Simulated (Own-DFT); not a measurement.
# What a defect does to the pressure of its cell: C11b WSi2

Calculated, not measured: single-point runs of Own-DFT, a retired in-house plane-wave DFT program that no person has reviewed, on unrelaxed cells, without spin or spin-orbit coupling.

Common settings: PBE; PseudoDojo norm-conserving scalar-relativistic files; cutoff 50 hartree; 5 x 5 x 5 k mesh centred on Gamma; cold (Marzari-Vanderbilt) smearing of 0.2 eV.

Caveats: forces on such cells failed a check on a denser k mesh; stress not checked against mesh or cutoff.

All runs share one cell, with vectors in Å (-2.148, -5.953, 3.409); (-6.444, 2.976, 1.136); (-2.553, -2.948, -6.757) and a volume of 403.2 Å³. u is the rms random offset of the atoms per axis. The defect's site can differ from row to row.

```
              cell  formula   u (Å)  P (GPa)
         no defect  Si20W10  0.0205     4.66
         no defect  Si20W10  0.0210     4.39
         no defect  Si20W10  0.0525     5.82
    one Si vacancy  Si19W10  0.0284        ?
    one Si vacancy  Si19W10  0.0333     3.23
    one Si vacancy  Si19W10  0.0484     4.03
    one Si vacancy  Si19W10  0.0490     4.20
one Si on a W site   Si21W9  0.0286     6.15
one Si on a W site   Si21W9  0.0507     7.11
one Si on a W site   Si21W9  0.0516     7.24
one W on a Si site  Si19W11  0.0274     9.55
one W on a Si site  Si19W11  0.0312     9.48
one W on a Si site  Si19W11  0.0494    10.88
     one W vacancy   Si20W9  0.0339     3.95
     one W vacancy   Si20W9  0.0482     4.39
     one W vacancy   Si20W9  0.0523     4.94
```

## Fit

P = P0 + c u² + a shift for each defect gives P0 = 4.20 GPa, c = 626 ± 53 GPa/Å² and a scatter of 0.17 GPa. The shifts, and each times the cell's volume:

- one W on a Si site: 4.90 ± 0.14 GPa, 12.3 eV
- one Si on a W site: 1.37 ± 0.14 GPa, 3.5 eV
- one W vacancy: -1.06 ± 0.14 GPa, -2.7 eV
- one Si vacancy: -1.60 ± 0.14 GPa, -4.0 eV

Against the defect-free cell, a freed cell would be larger where the shift is positive and smaller where it is negative (160.2 GPa Å³ is 1 eV). The atoms around the defects weren't relaxed, which would change these numbers.

## The run left out

The question: what pressure belongs in the blank (one Si vacancy, u = 0.0284 Å)?

The fitted form gives 3.10 ± 0.20 GPa. DFT gave 3.67 GPa.
